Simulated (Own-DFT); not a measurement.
Al3GaN4 (wurtzite random alloy, strained, atoms displaced), SiGe (layered order of Si and Ge on the diamond lattice, atoms displaced) (calculated)

A calculation, not a measurement: plane-wave PBEsol density functional theory by an unreviewed code, no spin, of a simulated periodic cell, stress positive in tension, free energy of the whole cell less one offset for each atom, forces on such cells passed a denser k mesh, this cell's mesh not checked; offsets are fitted by least squares, one for each functional and potential file, so energies compare only between cells with the same atoms and settings and are not formation energies; the far tail of each file's local potential was reset to the Coulomb form; each entry is a single point on an unrelaxed cell, so the pressure reflects the starting lattice, mostly measured values, from which strain is counted, and rises with the displacements; printed positions are rounded, which can move forces by about a meV/angstrom; the program is a retired in-house code; no spin-orbit coupling. Program: Own-DFT development build.

Settings shared by all entries: functional PBEsol; potential files PseudoDojo norm-conserving, scalar-relativistic, made for PBE, standard set; wave cutoff 42 hartree; occupations Fermi-Dirac; smearing width 0.1 eV; hardware one NVIDIA H100.

```json
{"entry": 1, "formula": "Al3GaN4", "kind": "wurtzite random alloy, strained, atoms displaced", "structure": {"cell_angstrom": [[9.6521, 0.0, 0.0], [-4.826, 8.3589, 0.0], [0.0, 0.0, 10.0655]], "atoms_fractional": [["Al", 0.11927, 0.22845, 0.0044], ["Ga", 0.24155, 0.12203, 0.25674], ["N", 0.10446, 0.22489, 0.19607], ["N", 0.22035, 0.11705, 0.44315], ["Al", 0.10898, 0.22607, 0.50594], ["Al", 0.2272, 0.1103, 0.75249], ["N", 0.10908, 0.2232, 0.68646], ["N", 0.20793, 0.1114, 0.9412], ["Al", 0.09814, 0.54128, 0.00236], ["Al", 0.21709, 0.43074, 0.25252], ["N", 0.11007, 0.55591, 0.18896], ["N", 0.22628, 0.45038, 0.44105], ["Al", 0.10115, 0.55412, 0.51327], ["Ga", 0.21939, 0.4434, 0.75227], ["N", 0.10948, 0.54967, 0.6886], ["N", 0.22773, 0.4442, 0.93903], ["Al", 0.11484, 0.89135, 0.99457], ["Al", 0.22067, 0.77833, 0.24871], ["N", 0.10928, 0.87703, 0.19035], ["N", 0.21604, 0.7706, 0.43672], ["Al", 0.11198, 0.89027, 0.49954], ["Al", 0.21944, 0.77369, 0.75535], ["N", 0.10995, 0.88271, 0.69747], ["N", 0.21875, 0.77005, 0.93978], ["Ga", 0.45046, 0.22909, 0.99989], ["Ga", 0.56147, 0.11723, 0.24256], ["N", 0.43865, 0.22095, 0.19091], ["N", 0.55249, 0.11027, 0.44332], ["Al", 0.44843, 0.22322, 0.50274], ["Ga", 0.55406, 0.10866, 0.74704], ["N", 0.44404, 0.22191, 0.68224], ["N", 0.54316, 0.104, 0.93878], ["Ga", 0.43467, 0.55244, 0.00358], ["Al", 0.55669, 0.44497, 0.24533], ["N", 0.45069, 0.55634, 0.18403], ["N", 0.55883, 0.43653, 0.44589], ["Al", 0.44726, 0.54154, 0.50063], ["Al", 0.55344, 0.44353, 0.76103], ["N", 0.45401, 0.5645, 0.6949], ["N", 0.55764, 0.4503, 0.93728], ["Al", 0.44005, 0.8812, 0.99614], ["Al", 0.55385, 0.77239, 0.25176], ["N", 0.45097, 0.89127, 0.19539], ["N", 0.5555, 0.77844, 0.44144], ["Al", 0.4519, 0.88595, 0.49924], ["Al", 0.55293, 0.77508, 0.74636], ["N", 0.45024, 0.89751, 0.69332], ["N", 0.55778, 0.78388, 0.95413], ["Ga", 0.77619, 0.21833, 0.99729], ["Ga", 0.87678, 0.11224, 0.24769], ["N", 0.77367, 0.21777, 0.19053], ["N", 0.89463, 0.11736, 0.43885], ["Al", 0.7772, 0.21884, 0.50009], ["Ga", 0.89258, 0.11473, 0.75198], ["N", 0.77669, 0.21557, 0.69031], ["N", 0.89089, 0.10556, 0.93723], ["Al", 0.78016, 0.56214, 0.99718], ["Al", 0.89412, 0.44962, 0.24087], ["N", 0.77959, 0.56352, 0.18735], ["N", 0.88816, 0.44359, 0.44799], ["Al", 0.78566, 0.55997, 0.49365], ["Al", 0.89081, 0.43554, 0.74921], ["N", 0.77711, 0.55493, 0.69064], ["N", 0.89471, 0.44317, 0.94377], ["Al", 0.77727, 0.88026, 0.00157], ["Al", 0.89019, 0.77397, 0.25046], ["N", 0.78255, 0.88223, 0.18935], ["N", 0.89332, 0.78415, 0.43824], ["Al", 0.78343, 0.89418, 0.50343], ["Al", 0.88749, 0.78116, 0.73738], ["N", 0.78074, 0.89118, 0.68701], ["N", 0.893, 0.78252, 0.93576]]}, "settings": {"k_mesh": "4 x 4 x 3 centred on Gamma"}, "results": {"free_energy_of_cell_above_offsets [eV]": "-22.948", "pressure [GPa]": -6.84, "stress_xx [GPa]": 9.78, "stress_yy [GPa]": 10.8, "stress_zz [GPa]": -0.06, "stress_yz [GPa]": -0.21, "stress_xz [GPa]": 0.03, "stress_xy [GPa]": 0.18, "force_element": ["Al", "Ga", "N", "N", "Al", "Al", "N", "N", "Al", "Al", "N", "N", "Al", "Ga", "N", "N", "Al", "Al", "N", "N", "Al", "Al", "N", "N", "Ga", "Ga", "N", "N", "Al", "Ga", "N", "N", "Ga", "Al", "N", "N", "Al", "Al", "N", "N", "Al", "Al", "N", "N", "Al", "Al", "N", "N", "Ga", "Ga", "N", "N", "Al", "Ga", "N", "N", "Al", "Al", "N", "N", "Al", "Al", "N", "N", "Al", "Al", "N", "N", "Al", "Al", "N", "N"], "force_x [eV/angstrom]": [-1.421, -3.62, 1.041, 0.743, 0.399, -0.826, 1.284, 2.067, 1.917, -0.445, 0.675, 0.056, 1.396, 1.074, -0.663, -2.096, -0.519, 1.013, -0.409, 0.147, 0.663, 0.313, 0.108, 0.018, -0.928, -1.052, 2.43, 0.678, -0.232, -0.158, -0.699, 0.735, 1.294, 0.151, -0.645, -0.144, -1.141, 0.521, -0.092, 0.698, -0.385, 0.335, -0.721, 1.324, -1.725, 0.391, -0.175, 0.36, 0.1, 2.427, -0.377, -0.705, -0.389, 0.098, -0.224, -0.008, 0.34, -0.358, 0.345, 0.034, -0.672, -1.29, 0.357, -1.869, 0.012, 0.103, -1.002, -0.087, -0.493, 0.475, -0.534, -0.021], "force_y [eV/angstrom]": [-0.891, -2.58, -0.501, -0.329, 0.353, -0.049, -0.243, -0.046, 1.913, 2.369, -0.587, -0.639, 0.456, 0.076, 0.775, -0.778, -0.564, -0.322, 1.221, 0.618, 0.084, 0.2, 0.878, -0.034, -0.78, -1.519, 2.254, -0.025, -0.681, 1.041, 0.513, 0.207, 1.395, 0.26, -0.918, 1.053, 1.442, 0.355, -1.549, -0.187, 0.542, 0.8, -0.882, -0.756, 0.193, 1.408, -2.891, -0.63, -0.793, -1.54, 2.515, -0.572, 0.212, -0.813, 1.237, 0.423, 0.307, -0.308, -1.746, -0.276, -0.434, 0.681, -0.233, -0.318, 0.915, 1.482, 0.067, -0.598, -0.114, -0.854, -0.509, -0.751], "force_z [eV/angstrom]": [0.073, -0.04, -1.285, 1.312, -1.976, -0.7, 1.118, -0.308, 0.035, 0.452, 0.141, 0.65, -3.636, -1.012, 2.301, 0.981, 0.706, 0.095, -0.56, 1.423, -0.174, -1.062, -0.947, 0.595, -0.581, 1.515, -0.696, 0.002, -1.118, 0.072, 2.554, 0.711, -1.34, 0.733, 3.024, -1.564, 0.224, -3.379, -0.527, 1.95, 1.105, -0.488, -0.876, 0.245, -0.292, 0.958, -0.624, -2.141, -0.52, 0.414, -0.623, 1.118, -0.258, -0.508, -0.145, 1.942, -0.625, 1.294, 0.259, -1.292, 1.122, -0.2, 0.136, -0.879, -0.215, -0.38, 0.528, 0.849, -1.572, 1.485, 0.5, -0.081], "wall_time [s]": 548.9}}
{"entry": 2, "formula": "SiGe", "kind": "layered order of Si and Ge on the diamond lattice, atoms displaced", "structure": {"cell_angstrom": [[11.089, 0.0, 0.0], [0.0, 11.089, 0.0], [0.0, 0.0, 11.089]], "atoms_fractional": [["Ge", 0.00014, 0.0017, 0.99413], ["Ge", 0.0112, 0.25117, 0.25608], ["Ge", 0.25844, 0.00443, 0.25748], ["Ge", 0.24368, 0.24229, 0.01079], ["Ge", 0.12187, 0.12877, 0.11906], ["Ge", 0.11329, 0.37883, 0.38019], ["Ge", 0.37933, 0.12601, 0.38013], ["Ge", 0.37761, 0.37145, 0.12826], ["Si", 0.99497, 0.99509, 0.50534], ["Si", 0.00082, 0.25156, 0.74653], ["Si", 0.2486, 0.00415, 0.74873], ["Si", 0.2474, 0.24846, 0.49816], ["Si", 0.12067, 0.11621, 0.62711], ["Si", 0.12658, 0.36672, 0.87585], ["Si", 0.36328, 0.12583, 0.87415], ["Si", 0.38892, 0.37111, 0.62444], ["Ge", 0.99444, 0.50061, 0.00464], ["Ge", 0.00783, 0.75102, 0.24933], ["Ge", 0.24539, 0.49898, 0.25423], ["Ge", 0.23921, 0.74489, 0.01051], ["Ge", 0.12483, 0.61925, 0.12727], ["Ge", 0.12778, 0.87422, 0.38025], ["Ge", 0.38001, 0.63056, 0.3777], ["Ge", 0.37115, 0.88457, 0.12744], ["Si", 0.00035, 0.50296, 0.48802], ["Si", 0.99998, 0.75873, 0.74543], ["Si", 0.24841, 0.49351, 0.74949], ["Si", 0.25728, 0.74789, 0.49944], ["Si", 0.12649, 0.62328, 0.62312], ["Si", 0.11315, 0.87216, 0.8713], ["Si", 0.38146, 0.63367, 0.86904], ["Si", 0.37787, 0.87689, 0.61567], ["Ge", 0.49986, 0.99996, 0.00703], ["Ge", 0.49959, 0.25587, 0.25515], ["Ge", 0.74789, 0.99656, 0.24045], ["Ge", 0.7511, 0.24768, 0.00227], ["Ge", 0.62831, 0.116, 0.13667], ["Ge", 0.62286, 0.37758, 0.37724], ["Ge", 0.86893, 0.12951, 0.3673], ["Ge", 0.86673, 0.375, 0.12866], ["Si", 0.49503, 0.99588, 0.49433], ["Si", 0.49909, 0.24669, 0.75719], ["Si", 0.75104, 0.00065, 0.74967], ["Si", 0.75396, 0.2567, 0.48914], ["Si", 0.61119, 0.13383, 0.61115], ["Si", 0.62166, 0.37571, 0.87464], ["Si", 0.87084, 0.13004, 0.87834], ["Si", 0.88255, 0.37159, 0.61978], ["Ge", 0.50088, 0.49469, 0.00094], ["Ge", 0.49394, 0.7593, 0.24701], ["Ge", 0.75891, 0.5004, 0.24908], ["Ge", 0.75366, 0.74158, 0.00271], ["Ge", 0.62375, 0.62253, 0.13319], ["Ge", 0.62552, 0.87219, 0.37142], ["Ge", 0.86909, 0.62309, 0.37747], ["Ge", 0.87494, 0.87922, 0.13156], ["Si", 0.49188, 0.50125, 0.50395], ["Si", 0.50406, 0.74048, 0.75113], ["Si", 0.74729, 0.49952, 0.75147], ["Si", 0.75348, 0.74481, 0.5029], ["Si", 0.62518, 0.62621, 0.63082], ["Si", 0.62403, 0.87089, 0.87109], ["Si", 0.87965, 0.62188, 0.87617], ["Si", 0.8789, 0.88326, 0.62041]]}, "settings": {"k_mesh": "3 x 3 x 3 centred on Gamma"}, "results": {"free_energy_of_cell_above_offsets [eV]": "0.669", "pressure [GPa]": 1.3, "stress_xx [GPa]": -1.22, "stress_yy [GPa]": -1.39, "stress_zz [GPa]": -1.29, "stress_yz [GPa]": -0.28, "stress_xz [GPa]": 0.4, "stress_xy [GPa]": -0.02, "force_element": ["Ge", "Ge", "Ge", "Ge", "Ge", "Ge", "Ge", "Ge", "Si", "Si", "Si", "Si", "Si", "Si", "Si", "Si", "Ge", "Ge", "Ge", "Ge", "Ge", "Ge", "Ge", "Ge", "Si", "Si", "Si", "Si", "Si", "Si", "Si", "Si", "Ge", "Ge", "Ge", "Ge", "Ge", "Ge", "Ge", "Ge", "Si", "Si", "Si", "Si", "Si", "Si", "Si", "Si", "Ge", "Ge", "Ge", "Ge", "Ge", "Ge", "Ge", "Ge", "Si", "Si", "Si", "Si", "Si", "Si", "Si", "Si"], "force_x [eV/angstrom]": [-0.773, -1.726, -1.637, 1.607, -0.513, 2.407, -0.417, -0.983, 0.784, -0.055, -0.052, 0.014, 0.111, -0.29, 1.027, -2.039, 0.612, -0.89, 0.918, 1.361, -0.648, 0.197, -0.478, -0.674, -0.788, -0.619, 0.745, -0.893, 0.001, 1.869, -1.787, -0.296, 0.125, 0.544, 0.776, -1.179, -1.55, 0.33, 0.756, 1.681, 1.081, -0.033, -0.788, -0.602, 1.403, 0.656, 0.595, -0.712, -0.272, 0.504, -1.92, -0.346, -0.143, 0.435, 1.091, 1.0, 1.538, -0.056, 0.791, -0.634, 0.225, 0.387, -0.312, -1.467], "force_y [eV/angstrom]": [0.015, -0.351, 0.323, 1.708, -1.971, -0.584, 0.741, 0.389, 1.387, -0.685, -1.414, 0.183, 1.021, 0.763, -0.124, -0.307, -0.923, -0.018, -0.201, 1.303, -0.451, 0.237, -0.624, -1.044, 0.743, -1.49, 0.361, 0.182, 0.12, 0.383, -1.623, -0.541, 0.263, -1.115, -0.491, 0.134, 2.325, 1.114, -0.957, -0.932, 0.234, -0.041, 0.561, -0.378, -0.637, -0.55, -0.383, 0.875, 1.001, -0.887, 0.124, 0.772, 0.148, 0.061, 0.825, -1.166, 0.415, 2.15, -0.374, 0.96, -0.773, 0.116, 0.538, -1.435], "force_z [eV/angstrom]": [0.159, -1.247, -0.37, -1.975, 1.943, 0.053, 0.038, -0.312, -1.539, 0.44, -0.05, 1.104, -0.429, 0.139, 0.479, 0.542, -0.869, 0.593, 0.372, -2.0, 0.307, 0.299, -0.394, -0.601, 2.57, -0.473, -0.054, 0.775, 0.007, 0.313, 1.223, 1.59, -1.859, -0.075, 2.498, -0.103, -1.677, 0.235, 0.57, -0.3, 0.421, -0.435, -0.469, 1.466, 0.847, -0.098, -1.262, -0.023, -0.423, -0.032, 0.762, -0.386, -0.508, 0.911, -0.321, -1.54, 0.003, -0.821, -0.211, 0.598, -0.91, 0.436, -1.036, 1.11], "wall_time [s]": 499.8}}
{"entry": 3, "formula": "SiGe", "kind": "layered order of Si and Ge on the diamond lattice, atoms displaced", "structure": {"cell_angstrom": [[11.089, 0.0, 0.0], [0.0, 11.089, 0.0], [0.0, 0.0, 11.089]], "atoms_fractional": [["Ge", 0.99968, 1.0, 0.99953], ["Ge", 0.00409, 0.25201, 0.25059], ["Ge", 0.24297, 0.00131, 0.25524], ["Ge", 0.23376, 0.2459, 0.99978], ["Ge", 0.12841, 0.13623, 0.13154], ["Ge", 0.12281, 0.37207, 0.38028], ["Ge", 0.36927, 0.1297, 0.36939], ["Ge", 0.38195, 0.37552, 0.11924], ["Si", 0.99762, 0.99999, 0.49991], ["Si", 0.99551, 0.2605, 0.74433], ["Si", 0.23962, 0.99839, 0.74622], ["Si", 0.25387, 0.25039, 0.50752], ["Si", 0.1303, 0.11672, 0.61849], ["Si", 0.12547, 0.38716, 0.87825], ["Si", 0.3844, 0.12335, 0.87784], ["Si", 0.3701, 0.37409, 0.62277], ["Ge", 0.0141, 0.50497, 0.99811], ["Ge", 0.99222, 0.74834, 0.25934], ["Ge", 0.24602, 0.50372, 0.2558], ["Ge", 0.26292, 0.75082, 0.00304], ["Ge", 0.12588, 0.61683, 0.12753], ["Ge", 0.12328, 0.87753, 0.37195], ["Ge", 0.37529, 0.63041, 0.36951], ["Ge", 0.3796, 0.87855, 0.12956], ["Si", 0.99493, 0.49522, 0.50089], ["Si", 0.99547, 0.74677, 0.75983], ["Si", 0.25285, 0.49475, 0.7477], ["Si", 0.25607, 0.75173, 0.49472], ["Si", 0.12337, 0.62724, 0.62356], ["Si", 0.13076, 0.87814, 0.87057], ["Si", 0.37407, 0.63154, 0.86656], ["Si", 0.3784, 0.87347, 0.62169], ["Ge", 0.51281, 0.00234, 0.99975], ["Ge", 0.49718, 0.25281, 0.24331], ["Ge", 0.75389, 0.99984, 0.23995], ["Ge", 0.73946, 0.25262, 0.00064], ["Ge", 0.62312, 0.12237, 0.12436], ["Ge", 0.61601, 0.36718, 0.37914], ["Ge", 0.8682, 0.12622, 0.37405], ["Ge", 0.87611, 0.37846, 0.1331], ["Si", 0.505, 0.00396, 0.49141], ["Si", 0.49587, 0.24886, 0.75352], ["Si", 0.74831, 0.00282, 0.7423], ["Si", 0.7528, 0.26176, 0.5146], ["Si", 0.62309, 0.11674, 0.6244], ["Si", 0.62822, 0.37907, 0.86878], ["Si", 0.87373, 0.12804, 0.86691], ["Si", 0.87524, 0.36876, 0.61784], ["Ge", 0.5036, 0.49857, 0.00578], ["Ge", 0.50748, 0.75764, 0.25131], ["Ge", 0.74659, 0.49691, 0.24569], ["Ge", 0.75108, 0.74857, 0.0046], ["Ge", 0.63061, 0.62854, 0.1268], ["Ge", 0.61703, 0.87752, 0.38434], ["Ge", 0.87654, 0.63071, 0.37013], ["Ge", 0.87005, 0.87268, 0.12585], ["Si", 0.50031, 0.50164, 0.49861], ["Si", 0.50121, 0.75083, 0.75623], ["Si", 0.74647, 0.48943, 0.74935], ["Si", 0.75426, 0.76049, 0.50613], ["Si", 0.62964, 0.62772, 0.62438], ["Si", 0.62756, 0.86844, 0.8746], ["Si", 0.87259, 0.62181, 0.87875], ["Si", 0.86724, 0.87633, 0.62695]]}, "settings": {"k_mesh": "3 x 3 x 3 centred on Gamma"}, "results": {"free_energy_of_cell_above_offsets [eV]": "0.920", "pressure [GPa]": 1.4, "stress_xx [GPa]": -1.28, "stress_yy [GPa]": -1.45, "stress_zz [GPa]": -1.49, "stress_yz [GPa]": -0.17, "stress_xz [GPa]": -0.05, "stress_xy [GPa]": -0.75, "force_element": ["Ge", "Ge", "Ge", "Ge", "Ge", "Ge", "Ge", "Ge", "Si", "Si", "Si", "Si", "Si", "Si", "Si", "Si", "Ge", "Ge", "Ge", "Ge", "Ge", "Ge", "Ge", "Ge", "Si", "Si", "Si", "Si", "Si", "Si", "Si", "Si", "Ge", "Ge", "Ge", "Ge", "Ge", "Ge", "Ge", "Ge", "Si", "Si", "Si", "Si", "Si", "Si", "Si", "Si", "Ge", "Ge", "Ge", "Ge", "Ge", "Ge", "Ge", "Ge", "Si", "Si", "Si", "Si", "Si", "Si", "Si", "Si"], "force_x [eV/angstrom]": [0.25, -1.105, 0.749, 2.654, -1.159, 0.516, 0.615, -2.282, -0.377, 1.314, 2.284, -0.687, -1.097, 0.284, -1.823, 1.305, -2.621, 1.854, 0.942, -1.308, 0.323, -0.413, 0.544, 0.059, 0.344, 0.283, -0.377, -0.74, -0.011, -0.759, 0.272, -0.034, -1.272, 0.139, -1.175, 1.441, 0.494, 1.042, 0.445, 0.55, -1.866, 0.545, -0.002, -2.126, -0.196, -1.374, -0.191, 0.784, 0.256, -0.436, -0.218, 0.064, -0.895, 2.257, -1.843, 1.465, -0.447, 0.202, 1.237, -0.76, -0.252, 0.504, 0.018, 1.811], "force_y [eV/angstrom]": [0.436, -0.015, 0.141, 1.143, -2.182, 0.196, 0.024, -0.048, -0.153, -1.176, 0.13, -0.479, 1.363, -1.649, -0.172, 0.239, -0.218, 0.975, -1.229, -0.038, 2.327, -0.649, -0.335, 0.748, 1.109, 0.517, 1.171, 0.093, -0.302, -0.971, -1.438, 0.584, -1.136, -0.916, 0.101, 0.065, 0.896, 0.686, 0.471, -0.429, 0.797, 0.272, -0.522, -2.753, 1.603, -0.861, 0.198, 2.197, 1.288, -0.793, 0.355, -0.068, -0.316, -0.258, -1.806, -0.127, 0.349, 0.025, 1.461, -1.329, -0.204, 0.824, -0.505, 0.292], "force_z [eV/angstrom]": [-0.361, 0.826, -1.032, -1.575, -0.028, 0.614, 0.955, 0.313, 0.128, 0.613, 0.058, -0.703, 0.382, -1.636, -0.317, 0.481, 0.132, -2.209, -0.169, -0.448, 0.376, 1.336, 0.564, -0.261, 0.009, -0.941, -0.004, 0.76, 0.137, 0.982, 0.671, 0.258, -0.793, 0.456, 1.698, -0.578, 0.616, 0.272, 0.739, -1.766, 1.337, -0.77, 1.231, -2.028, -0.033, 0.764, 0.37, 1.651, -1.992, -0.113, 1.609, -1.317, 0.099, -0.881, 2.23, -0.366, 0.493, -1.334, -0.885, -0.824, 0.304, -0.334, -0.389, 0.627], "wall_time [s]": 503.5}}
{"entry": 4, "formula": "SiGe", "kind": "layered order of Si and Ge on the diamond lattice, atoms displaced", "structure": {"cell_angstrom": [[11.089, 0.0, 0.0], [0.0, 11.089, 0.0], [0.0, 0.0, 11.089]], "atoms_fractional": [["Ge", 0.99861, 0.99602, 0.98853], ["Ge", 0.00846, 0.2606, 0.24674], ["Ge", 0.25301, 0.00312, 0.2412], ["Ge", 0.26126, 0.24877, 0.00647], ["Ge", 0.1174, 0.12264, 0.13127], ["Ge", 0.12869, 0.3834, 0.37865], ["Ge", 0.37413, 0.11615, 0.37462], ["Ge", 0.3685, 0.38404, 0.12309], ["Si", 0.99789, 0.99447, 0.49502], ["Si", 0.01085, 0.25492, 0.74921], ["Si", 0.25331, 0.99742, 0.74912], ["Si", 0.25944, 0.24932, 0.50384], ["Si", 0.11671, 0.13714, 0.61754], ["Si", 0.11809, 0.37579, 0.87798], ["Si", 0.3803, 0.12847, 0.87889], ["Si", 0.37604, 0.37531, 0.61579], ["Ge", 0.99471, 0.50663, 0.99869], ["Ge", 0.00349, 0.74873, 0.24762], ["Ge", 0.24823, 0.51134, 0.25394], ["Ge", 0.25839, 0.75068, 0.00925], ["Ge", 0.1208, 0.61845, 0.12579], ["Ge", 0.12629, 0.87513, 0.37393], ["Ge", 0.37361, 0.61768, 0.39077], ["Ge", 0.37372, 0.88147, 0.12822], ["Si", 0.99429, 0.49363, 0.49832], ["Si", 0.99785, 0.7498, 0.75153], ["Si", 0.25091, 0.49831, 0.74465], ["Si", 0.24956, 0.7526, 0.505], ["Si", 0.11658, 0.6269, 0.62322], ["Si", 0.13326, 0.87452, 0.87688], ["Si", 0.3782, 0.62596, 0.87158], ["Si", 0.37772, 0.87784, 0.62512], ["Ge", 0.5169, 0.98558, 0.9979], ["Ge", 0.48894, 0.25664, 0.24781], ["Ge", 0.74482, 0.00387, 0.2545], ["Ge", 0.75292, 0.24522, 0.00104], ["Ge", 0.62358, 0.12399, 0.13026], ["Ge", 0.62346, 0.37439, 0.36402], ["Ge", 0.8896, 0.13208, 0.378], ["Ge", 0.87736, 0.37254, 0.12379], ["Si", 0.50453, 0.00372, 0.50173], ["Si", 0.49784, 0.24849, 0.75014], ["Si", 0.74368, 0.00744, 0.74799], ["Si", 0.75032, 0.24743, 0.50173], ["Si", 0.63294, 0.12504, 0.62501], ["Si", 0.62533, 0.37123, 0.87966], ["Si", 0.87372, 0.12003, 0.86584], ["Si", 0.87941, 0.37233, 0.62695], ["Ge", 0.50181, 0.49907, 0.00328], ["Ge", 0.49677, 0.74569, 0.24334], ["Ge", 0.75495, 0.50209, 0.25088], ["Ge", 0.7532, 0.74341, 0.99863], ["Ge", 0.61731, 0.6208, 0.12132], ["Ge", 0.61522, 0.8704, 0.37075], ["Ge", 0.86927, 0.62565, 0.37837], ["Ge", 0.8669, 0.87996, 0.12687], ["Si", 0.50381, 0.49323, 0.48709], ["Si", 0.4988, 0.75575, 0.7657], ["Si", 0.75386, 0.50214, 0.75515], ["Si", 0.75673, 0.75217, 0.49728], ["Si", 0.61921, 0.6373, 0.61985], ["Si", 0.62839, 0.88271, 0.87226], ["Si", 0.87546, 0.6401, 0.879], ["Si", 0.87045, 0.88104, 0.62544]]}, "settings": {"k_mesh": "3 x 3 x 3 centred on Gamma"}, "results": {"free_energy_of_cell_above_offsets [eV]": "-0.036", "pressure [GPa]": 0.99, "stress_xx [GPa]": -0.97, "stress_yy [GPa]": -0.99, "stress_zz [GPa]": -1.02, "stress_yz [GPa]": -1.18, "stress_xz [GPa]": 0.28, "stress_xy [GPa]": 0.28, "force_element": ["Ge", "Ge", "Ge", "Ge", "Ge", "Ge", "Ge", "Ge", "Si", "Si", "Si", "Si", "Si", "Si", "Si", "Si", "Ge", "Ge", "Ge", "Ge", "Ge", "Ge", "Ge", "Ge", "Si", "Si", "Si", "Si", "Si", "Si", "Si", "Si", "Ge", "Ge", "Ge", "Ge", "Ge", "Ge", "Ge", "Ge", "Si", "Si", "Si", "Si", "Si", "Si", "Si", "Si", "Ge", "Ge", "Ge", "Ge", "Ge", "Ge", "Ge", "Ge", "Si", "Si", "Si", "Si", "Si", "Si", "Si", "Si"], "force_x [eV/angstrom]": [-0.113, -0.139, -1.088, -1.966, 0.488, 0.571, 0.264, 0.135, 0.425, -1.582, -0.439, -1.213, 1.217, 1.628, 0.22, 0.798, -0.125, -0.989, 0.245, -0.928, 0.568, 0.65, -0.15, 1.294, 0.095, 0.452, -0.471, -0.151, 0.428, -0.084, -0.567, 0.204, -2.096, 0.204, 0.708, -0.166, -0.394, 0.883, -1.311, -0.361, -0.04, 0.478, 0.806, 0.445, -1.442, 0.218, 0.629, -0.73, -0.656, -0.834, -0.646, -1.467, 1.566, 1.021, 1.341, 0.673, 0.471, 0.265, -0.441, -1.411, 0.416, 1.466, 0.41, 0.317], "force_y [eV/angstrom]": [0.105, -0.162, -0.05, -0.292, 0.175, -0.786, 1.049, 0.395, 0.69, -0.475, 1.253, -0.303, -1.672, 0.26, -1.35, 0.316, -0.514, 0.294, -0.683, -0.681, 1.037, -0.16, 1.499, -0.678, 0.876, 1.044, 0.245, -0.06, -0.46, -0.599, -0.589, -0.201, 2.288, -0.909, 0.168, -0.285, 0.514, -0.614, -0.229, 0.555, -0.613, 0.415, -0.94, 0.673, 0.727, 0.228, 1.119, 0.155, -0.502, -0.185, -0.157, 1.597, 0.472, 0.199, -0.047, -0.383, 0.32, 0.198, 0.345, 0.679, -1.004, -1.951, -1.956, -0.396], "force_z [eV/angstrom]": [0.635, 0.906, 1.348, -0.804, -1.673, 0.351, 0.529, 0.792, 1.08, 0.137, -0.083, -0.75, 0.159, 0.055, -0.534, 1.04, -0.685, 0.232, 0.094, -1.155, -0.381, 0.013, -1.112, -0.782, 0.582, -0.218, 0.186, 0.404, 0.018, -0.635, 0.513, 0.409, 1.035, -0.155, 0.852, -0.523, -0.491, 0.837, -0.343, -0.259, 0.315, -0.36, -0.053, -0.191, -0.295, -0.791, 0.059, 0.361, -1.707, 1.077, -0.761, 0.637, 0.526, 0.832, -0.037, -0.237, 2.135, -1.941, -0.455, 0.72, 0.625, -0.839, -1.441, 0.199], "wall_time [s]": 513.2}}
```
